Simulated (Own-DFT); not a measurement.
# A change of arrangement and its cost: C16Si16, 32 atoms

Calculated, not measured: single-point runs of Own-DFT, a retired in-house plane-wave DFT program that no person has reviewed, on unrelaxed cells, without spin or spin-orbit coupling.

All runs used: PBE; PseudoDojo norm-conserving scalar-relativistic files; cutoff 42 hartree; 5 x 5 x 3 k mesh centred on Gamma; Fermi-Dirac smearing of 0.1 eV.

Limits: forces on such cells passed a denser k mesh, each cell not checked; stress not checked against mesh or cutoff.

All cells hold the same atoms in the same cell, with vectors in Å (6.165, 0.000, 0.000); (-3.083, 5.339, 0.000); (0.000, 0.000, 10.068). u is the rms random offset of the atoms per axis. E is the free energy of the cell above the lowest run. The arrangements:

- A: 2H SiC
- B: 4H SiC

| arrangement | u (Å) | E (eV) | P (GPa) |
|---|---|---|---|
| A | 0.0292 | 0.000 | 3.70 |
| A | 0.0338 | 0.374 | 4.18 |
| A | 0.0342 | 0.229 | 3.89 |
| A | 0.0507 | 2.608 | 5.84 |
| A | 0.0558 | 2.617 | 5.51 |
| A | 0.0647 | 4.776 | 7.55 |
| B | 0.0313 | 0.172 | 3.81 |
| B | 0.0317 | 0.071 | 3.75 |
| B | 0.0324 | 0.195 | 3.91 |
| B | 0.0522 | 2.654 | 5.93 |
| B | 0.0576 | 2.106 | 4.95 |
| B | 0.0594 | 2.521 | 5.51 |

Q: what order do the arrangements take when the shaking is discounted?

## Working it out

Fit E = a + b u², with one b for all and one a for each arrangement, and with residuals divided by u², since the noise grows with the moves. Then b = 1217 eV/Å², the scatter at u = 0.04 Å is 0.25 eV, and against A:

- B: -0.07 ± 0.12 eV (not told apart from A)

The cells share one lattice and weren't relaxed, which can shift such small differences either way.
